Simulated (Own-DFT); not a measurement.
Simulation results for Al16O23 (corundum with two vacancies, atoms displaced)

Computed with Own-DFT development build. A calculation, not a measurement: plane-wave PBE density functional theory by an unreviewed code, no spin, of a simulated periodic cell, stress positive in tension, free energy of the whole cell less one offset for each atom, defect cell not probed for a lower state with spin; oxygen file: force components 24 meV/angstrom off all-electron in one glass; forces on such cells passed a denser k mesh, this cell's mesh not checked; offsets are fitted by least squares, one for each functional and potential file, so energies compare only between cells with the same atoms and settings and are not formation energies; the far tail of each file's local potential was reset to the Coulomb form; each entry is a single point on an unrelaxed cell, so the pressure reflects the starting lattice, mostly measured values, from which strain is counted, and rises with the displacements; printed positions are rounded, which can move forces by about a meV/angstrom; the program is a retired in-house code; no spin-orbit coupling; before rounding, a Quantum ESPRESSO 7.3.1 run of the same cell and cutoff gave forces within 1 meV/angstrom rms on each cell, which checks the program and not the settings.

Settings shared by all entries: functional PBE; potential files PseudoDojo norm-conserving, scalar-relativistic, standard set; wave cutoff 72 hartree; occupations Fermi-Dirac; smearing width 0.1 eV; k mesh 3 x 3 x 3 centred on Gamma.

(1) 
```xyz
78
Lattice="5.4940 0.0000 8.6604 -2.7470 4.7579 8.6604 -2.7470 -4.7579 8.6604" Properties=species:S:1:pos:R:3:force_x:R:1:force_y:R:1:force_z:R:1 formula=Al16O23 free_energy_of_cell_above_offsets=-50.402 pressure=9 stress_xx=-9.08 stress_yy=-9.36 stress_zz=-8.56 stress_yz=0.85 stress_xz=-0.57 stress_xy=-0.46
Al     0.0976    -0.0234     4.6517     -2.076      0.459     -1.434
Al     0.0426     0.0053     8.4726     -0.055     -0.362     -0.894
Al    -0.0580    -0.1124    11.0794      0.755      1.415     -0.782
Al     0.0664    -0.0053     1.8652     -1.829      0.051      1.878
O     -0.0743     1.6343     7.5646     -0.032      0.668      -0.11
O      1.4710    -0.8337     7.6276      0.996       1.31     -0.633
O     -1.3319    -0.9804     7.6016     -1.165      1.267     -0.942
O      0.1702    -1.6145     5.4641     -1.146     -1.001     -0.091
O      1.3938     0.9240     5.3596      0.808      0.574      1.592
Al    -1.4243    -2.3045     8.9099      2.634     -2.259     -1.042
Al    -1.4707    -2.3724    12.7480      1.116     -1.863     -1.022
Al    -1.2417    -2.3576    15.3403     -2.645     -0.695      1.333
Al    -1.3612    -2.4139     6.2084      0.657      0.674      0.699
O     -1.4674    -0.8043    11.9201     -0.096      1.246     -0.652
O      0.1246    -3.1815    11.9478     -0.136      2.084     -0.001
O     -2.8192    -3.3124    11.8435      0.729     -0.443      1.111
O     -1.3133    -3.9732     9.8101      1.783     -0.724     -1.589
O     -2.7717    -1.7699     9.7543     -2.606       2.21       0.91
O      0.0247    -1.5507     9.6964     -0.285      1.452      0.967
Al    -1.3958     2.4042     8.8635      0.294     -0.852      0.358
Al    -1.3768     2.3857    12.7690      0.042     -0.783     -0.105
Al    -1.3256     2.3030    15.4023     -1.234      0.824       0.38
Al    -1.3693     2.3653     6.2710      0.199     -1.393     -1.139
O     -1.4373     3.9881    11.9778     -0.594      0.818     -1.376
O      0.1239     1.6287    11.8583     -0.621     -0.096       1.13
O     -2.7987     1.3683    12.0002      1.084      1.743     -1.033
O     -1.2546     0.7033     9.7170     -0.132       0.06      0.142
O     -2.9089     3.0992     9.7274      1.411     -0.025      0.277
O      0.0052     3.2460     9.7549     -1.098        1.1     -0.992
Al    -2.7152     0.0096    13.1995     -0.324     -0.094      0.352
Al    -2.7744     0.0175    17.0451      0.982      0.491      0.586
Al    -2.6622     0.0172    19.7460     -1.979       0.17     -0.242
Al    -2.7023    -0.0359    10.5003     -0.417     -1.063      1.471
O     -2.8682     1.7035    16.2941     -0.294     -1.338     -0.805
O     -1.1715    -0.7402    16.2526     -1.768     -0.691       0.17
O     -4.1356    -0.8830    16.2007      0.764     -0.956      0.824
O     -2.5834    -1.5977    13.9941      -0.97     -0.989      1.811
O     -4.2241     0.6927    14.0960     -0.504        0.3     -0.177
O     -1.3859     0.9389    14.1749      0.186     -1.276     -1.535
Al     2.7784    -0.0229     8.8459     -1.124     -0.261      1.823
Al     2.7376    -0.0056    12.6551      0.656      -0.24      0.214
Al     2.7243    -0.0555    15.4199      1.349      1.579     -0.074
Al     2.7644    -0.0322     6.3255      -0.85     -0.463     -2.033
O      2.6718     1.6341    11.8540     -1.431      0.006      1.078
O      4.1630    -0.8050    11.8444      0.956      1.049      0.556
O      1.3181    -0.8438    11.8611      1.074     -1.774        0.9
O      2.8824    -1.6996     9.6736     -0.425     -0.065      0.682
O      1.2579     0.6689     9.7681       0.35      0.374      -0.55
O      4.1283     0.8566     9.6897     -0.065      0.445     -0.237
Al     1.4702    -2.3876    13.2846     -3.461     -0.922     -2.293
Al     1.3877    -2.4418    17.0341     -0.448      0.687      1.483
Al     1.3064    -2.3668    19.6988      1.437     -0.132     -0.214
Al     1.3934    -2.3890    10.5286     -0.547      0.015      0.828
O      1.2750    -0.7366    16.3029      0.635     -0.287     -0.792
O      2.8369    -3.1042    16.1991     -0.048     -0.493     -0.713
O     -0.0385    -3.3491    16.2838      0.622     -0.011     -0.829
O      1.3755    -4.0535    13.9536      1.405      -0.27      1.943
O     -0.1141    -1.6553    14.1630      1.676     -1.073     -2.126
O      2.7009    -1.4404    13.9627       2.54      0.407      2.589
Al     1.3717     2.3055    13.2230     -0.019      0.857      0.249
Al     1.3944     2.4113    17.1194     -0.001     -1.933     -0.964
Al     1.3356     2.3609    19.7306      1.305     -0.503      -0.12
Al     1.3106     2.3715    10.6068      1.268     -0.537     -0.758
O      1.2620     3.9875    16.2245      0.069      0.683     -0.509
O     -0.1284     1.3921    16.3206      2.866      0.614      0.129
O      1.5171     0.6773    14.1009      -0.54      0.533     -0.405
O     -0.1438     3.0681    14.0430      1.317      0.257      0.744
O      2.7118     3.3184    14.0478      0.296     -0.459      0.437
Al    -0.0173     0.0418    17.5926      0.418     -0.963      0.152
Al     0.0224     0.0195    21.4097     -0.124     -0.586     -0.505
Al     0.0045    -0.0381    24.1023      -0.51      0.663     -1.463
Al     0.0493    -0.1143    14.9255     -0.711      2.789      0.921
O     -0.0885     1.7150    20.5599     -0.852     -1.086      0.411
O      1.5175    -0.7535    20.5429     -0.537      0.121       0.43
O     -1.3560    -0.8558    20.5019      1.156     -1.843      0.882
O      0.1702    -1.6265    18.3979     -0.841     -0.733      0.082
O     -1.5235     0.7144    18.3942      0.337     -0.018      0.114
O      1.4332     0.8283    18.4940     -1.633      1.565      -1.46
```

Units: free_energy_of_cell_above_offsets in eV; pressure, stress_xx, stress_yy, stress_zz, stress_yz, stress_xz, stress_xy in GPa; force_x, force_y, force_z in eV/Å.

(2) 
```xyz
78
Lattice="5.4940 0.0000 8.6604 -2.7470 4.7579 8.6604 -2.7470 -4.7579 8.6604" Properties=species:S:1:pos:R:3:force_x:R:1:force_y:R:1:force_z:R:1 formula=Al16O23 free_energy_of_cell_above_offsets=-50.078 pressure=8.65 stress_xx=-9.19 stress_yy=-8.41 stress_zz=-8.35 stress_yz=-0.82 stress_xz=-0.22 stress_xy=0.16
Al     0.0021     0.0627     4.6051      0.177     -2.282     -1.339
Al     0.0924    -0.0166     8.3358     -3.298      0.685      1.782
Al     0.0042    -0.0098    10.9845     -0.475      0.379       0.82
Al    -0.0106     0.1116     1.9173     -0.403     -3.007      -0.58
O     -0.1329     1.6202     7.6134      0.352      0.389     -1.171
O      1.4588    -0.7062     7.5580      1.037     -0.694     -0.434
O     -1.4117    -0.8753     7.5982      0.138     -0.696     -0.709
O      0.1097    -1.6369     5.4485     -0.992       0.26     -0.116
O     -1.4565     0.7097     5.4029     -0.831       0.94      0.933
O      1.3761     0.8645     5.3660     -1.117      1.999      0.301
Al    -1.3469    -2.3705     8.9101     -1.442      0.189      -0.86
Al    -1.3892    -2.3319    12.7152      1.122     -0.456      0.006
Al    -1.3478    -2.4270    15.4476     -0.798       2.26     -0.345
Al    -1.3592    -2.4522     6.2662      -1.42      1.321     -0.039
O     -1.5032    -0.6706    11.8472      0.436     -1.626        0.4
O      0.0977    -3.2066    11.8922     -0.383      2.175      0.124
O     -2.7476    -3.3426    11.8409      0.136      1.442      1.536
O     -1.3001    -3.9840     9.7451      1.203     -0.859     -0.076
O     -2.8534    -1.6427     9.7310     -0.865     -0.503      0.186
O     -0.0732    -1.4304     9.7080      2.015     -0.474      0.692
Al    -1.4090     2.4859     8.8667      0.523     -2.104      1.834
Al    -1.3809     2.3998    12.7426      0.516     -0.229      0.018
Al    -1.4482     2.3895    15.3455      1.687     -1.356      0.682
Al    -1.3891     2.3571     6.2563      0.849      0.895      0.225
O     -1.5221     4.0355    11.9186      0.425       0.22     -0.355
O      0.1001     1.6277    11.8637      1.076      0.557      0.616
O     -2.6848     1.4916    11.9357     -1.819     -0.463     -0.895
O     -1.2881     0.7447     9.7284      0.704      0.426     -0.275
O     -2.8476     3.1002     9.7554     -0.311      1.367      0.598
O      0.1119     3.2809     9.7377     -1.968      0.986     -0.544
Al    -2.6994    -0.0636    13.1838     -0.763       2.08      0.839
Al    -2.7995     0.0140    17.0842      2.371     -0.373      0.268
Al    -2.7441    -0.0143    19.7318      0.115      -0.73      0.041
Al    -2.7216     0.0084    10.5915     -0.667      1.042     -1.059
O     -2.9238     1.5897    16.2650      1.047      1.625     -0.671
O     -4.0188    -0.9494    16.2542     -1.805      0.077     -1.198
O     -2.5734    -1.6013    14.0973     -1.609     -1.906      0.071
O     -4.2118     0.7628    14.0884     -0.235     -1.821     -0.942
O     -1.3932     0.8825    13.9973      0.643      0.458      1.163
Al     2.7498    -0.0715     8.8491      0.584     -0.031      0.667
Al     2.7436     0.0094    12.8522     -0.321     -1.291     -1.435
Al     2.7115     0.0615    15.3995      0.201     -1.251      1.703
Al     2.6567     0.1207     6.2491      2.485     -2.853     -0.225
O      2.7086     1.6455    11.9467     -1.835     -0.474      0.749
O      4.1655    -0.7173    11.8863      0.288      0.609      0.972
O      1.3486    -0.9131    11.9744     -0.366      0.247     -1.345
O      2.8562    -1.7080     9.7343     -0.211      1.252     -0.419
O      1.3028     0.6606     9.7951      0.208      0.014     -1.044
O      4.0913     0.8358     9.6534      0.307      1.868      1.239
Al     1.4038    -2.3218    13.1925     -1.937     -2.155     -0.041
Al     1.3239    -2.3308    17.1734      0.869     -0.822     -1.298
Al     1.3457    -2.4166    19.8467      1.007      1.583     -1.725
Al     1.4024    -2.3755    10.5107     -0.686     -0.623      1.145
O      1.1964    -0.6952    16.1780      0.764     -1.285      1.739
O      2.8850    -3.2253    16.1788     -0.689      2.967      1.986
O     -0.0097    -3.3394    16.2504     -0.277      0.766      0.217
O      1.3883    -4.0339    14.0848      1.135      0.211     -0.524
O     -0.2153    -1.6200    14.0333      1.291     -0.763      0.019
O      2.5944    -1.4785    14.0927      3.314      0.955      1.343
Al     1.3812     2.3388    13.2181     -1.553      0.301      0.477
Al     1.3528     2.3691    17.0405      -2.07       0.42      1.288
Al     1.3550     2.3977    19.8009      0.499     -0.727     -0.879
Al     1.3902     2.3222    10.5254     -0.336      0.415      0.946
O      1.2789     4.0601    16.2386     -0.575     -0.899      0.041
O      2.7825     1.7397    16.3531      2.654     -1.817     -3.361
O      1.5088     0.6816    14.1915     -0.448      2.149     -1.867
O     -0.1795     3.0883    14.1091      1.199      0.242       -0.8
O      2.7322     3.3203    14.0697      0.414     -1.136      0.654
Al    -0.0690     0.0007    17.5354      1.344      0.441     -0.888
Al    -0.0449    -0.1029    21.4516      0.554      2.783     -0.169
Al     0.0026    -0.0067    24.0726     -0.485     -0.458     -0.684
Al    -0.0595    -0.0363    15.0049     -1.095      0.676     -0.781
O     -0.1592     1.6146    20.6069      0.853      0.263     -0.453
O      1.5261    -0.7346    20.6543      -0.66     -0.752     -1.095
O     -1.3335    -0.9005    20.5369     -0.619     -1.473      0.199
O      0.0485    -1.6158    18.3867      1.227     -0.978      0.289
O     -1.3813     0.7397    18.3640     -2.971      0.664      0.915
O      1.3273     0.9591    18.3662      0.567     -1.234      0.916
```

Units: free_energy_of_cell_above_offsets in eV; pressure, stress_xx, stress_yy, stress_zz, stress_yz, stress_xz, stress_xy in GPa; force_x, force_y, force_z in eV/Å.

(3) 
```xyz
78
Lattice="5.4940 0.0000 8.6604 -2.7470 4.7579 8.6604 -2.7470 -4.7579 8.6604" Properties=species:S:1:pos:R:3:force_x:R:1:force_y:R:1:force_z:R:1 formula=Al16O23 free_energy_of_cell_above_offsets=-48.759 pressure=9.26 stress_xx=-9.57 stress_yy=-9.75 stress_zz=-8.47 stress_yz=0.38 stress_xz=-2.03 stress_xy=0.54
Al     0.0284    -0.0772     4.5077     -0.353      1.954      0.267
Al    -0.0326    -0.0811     8.4328      0.704      1.387      0.193
Al     0.0559    -0.0285    11.0690      -1.28      0.353      0.199
Al    -0.0364     0.0126     1.7930      1.103      0.578      2.051
O     -0.0651     1.7081     7.5834     -1.096     -1.283      0.571
O      1.4908    -0.6953     7.5901     -0.459     -0.953     -0.186
O     -1.4101    -0.9170     7.4924      0.628       0.26      1.646
O      0.0814    -1.6314     5.4202      0.616      -0.21     -0.106
O     -1.4639     0.7358     5.3987     -0.502     -1.141      0.458
Al    -1.4330    -2.3448     8.9089      2.172     -1.414      0.121
Al    -1.4406    -2.4225    12.8398     -0.083      0.581     -1.054
Al    -1.2882    -2.4359    15.4334       -2.6      2.261     -1.451
Al    -1.4296    -2.3301     6.2334      2.445     -1.944      0.606
O     -1.4878    -0.7330    11.8712       0.01     -0.351      0.756
O      0.0680    -3.0752    11.8326      0.544     -0.558      1.305
O     -2.7738    -3.3467    11.8762     -0.144      0.996      0.214
O     -1.2477    -4.0035     9.7279     -0.581      0.065      0.006
O     -2.8881    -1.6612     9.7669      -0.16      0.227     -0.234
O      0.0599    -1.4658     9.8010     -1.028      0.206      -1.85
Al    -1.4275     2.3715     8.8796        0.8      0.305      1.621
Al    -1.3656     2.4471    12.7439     -0.452      -0.97     -0.637
Al    -1.2953     2.3626    15.3009     -3.279     -0.234      1.848
Al    -1.3011     2.2958     6.2514      0.997      1.999     -0.807
O     -1.5594     4.0818    11.8284      1.618     -1.457      1.133
O      0.1204     1.6764    11.8934     -0.119      0.269      0.893
O     -2.6961     1.4549    12.0191     -1.611      0.498     -1.885
O     -1.2099     0.7294     9.8043     -1.175      0.128     -1.172
O     -2.9252     3.1338     9.8243      0.905     -1.476     -1.545
O     -0.0304     3.3349     9.8110     -0.188     -0.052     -0.574
Al    -2.7280    -0.0115    13.2300      0.528     -0.465      0.813
Al    -2.7708    -0.1272    17.0554      3.895      3.927      1.172
Al    -2.7539     0.0039    19.8039      -0.57      0.774     -1.154
Al    -2.8822     0.0678    10.5412      5.733     -3.059      3.048
O     -2.8738     1.5758    16.2131     -0.078      1.557      0.091
O     -1.1502    -0.7375    16.1674     -1.928     -0.314      1.386
O     -4.0520    -0.8723    16.3787     -4.731      -2.35     -3.138
O     -4.2585     0.7276    14.1203     -0.372     -0.136     -0.748
O     -1.4297     0.9171    14.1574      1.671      0.275      -1.01
Al     2.7796    -0.0588     8.9127     -1.606      1.647     -0.096
Al     2.7481     0.0355    12.7395      0.875     -1.532     -0.402
Al     2.7414    -0.0135    15.3458      0.018      0.496      1.092
Al     2.6509    -0.0101     6.2525     -0.227      1.904     -0.204
O      2.6223     1.6148    12.0179       0.29      1.596     -2.126
O      4.2782    -0.7257    11.9025     -1.824     -0.565      0.178
O      1.3899    -0.9626    11.8880      0.773      0.716      1.095
O      2.9007    -1.6366     9.7058     -0.675     -1.646      1.001
O      1.2550     0.7933     9.7444      0.772      -0.98     -0.207
O      4.0674     0.9409     9.7893     -0.229       0.08     -1.252
Al     1.4214    -2.3491    13.2985     -2.325     -0.568     -1.419
Al     1.4222    -2.3979    17.1328     -1.634      0.092     -0.548
Al     1.3308    -2.3830    19.7607      0.551      0.034      0.907
Al     1.4310    -2.4250    10.5636      -1.27      0.017     -0.202
O      1.2545    -0.8033    16.2964      1.285      1.703     -1.423
O      2.8353    -3.0621    16.1725     -0.781     -0.184      1.348
O     -0.0748    -3.2562    16.2213      3.691     -2.407      1.967
O      1.4850    -4.0308    14.0988     -0.421     -0.209     -0.048
O     -0.2423    -1.6570    14.1060      2.731      0.104     -1.056
O      2.7635    -1.4855    14.0609     -0.642      1.204      -0.31
Al     1.3405     2.3794    13.1740      0.764     -0.203      0.606
Al     1.3297     2.3749    17.0180     -0.451     -0.368      1.564
Al     1.3693     2.3304    19.7123       0.87       1.57      0.953
Al     1.3529     2.4606    10.4792     -0.278     -1.423      1.004
O      1.1991     3.9437    16.2963      1.175       2.69     -1.994
O      2.8143     1.7205    16.3938      1.312     -1.978     -2.967
O     -0.0738     1.4344    16.2271      2.464      0.733      0.502
O      1.5217     0.7074    14.1176     -0.472      0.365     -0.138
O     -0.1489     3.1740    14.0924      0.893     -1.565     -1.224
O      2.8150     3.1963    14.0257     -0.986      1.175      1.049
Al     0.0222     0.0441    17.5518     -0.205     -1.695     -0.768
Al    -0.0031    -0.0307    21.4173      0.894      0.546        0.7
Al    -0.0542     0.0643    24.0511      1.343     -1.601      0.168
Al     0.0914     0.0417    14.9815     -2.751     -1.641     -0.808
O     -0.1476     1.6462    20.5041      0.936     -0.867        0.8
O      1.5436    -0.6734    20.6259     -1.618     -0.924     -1.405
O     -1.3598    -0.9145    20.6397      -0.57      0.074     -1.063
O      0.0593    -1.6247    18.3644      1.104     -0.208      1.093
O     -1.3947     0.7118    18.2916     -1.445      0.677      2.053
O      1.4797     0.8453    18.3408     -3.912      2.903     -1.266
```

Units: free_energy_of_cell_above_offsets in eV; pressure, stress_xx, stress_yy, stress_zz, stress_yz, stress_xz, stress_xy in GPa; force_x, force_y, force_z in eV/Å.
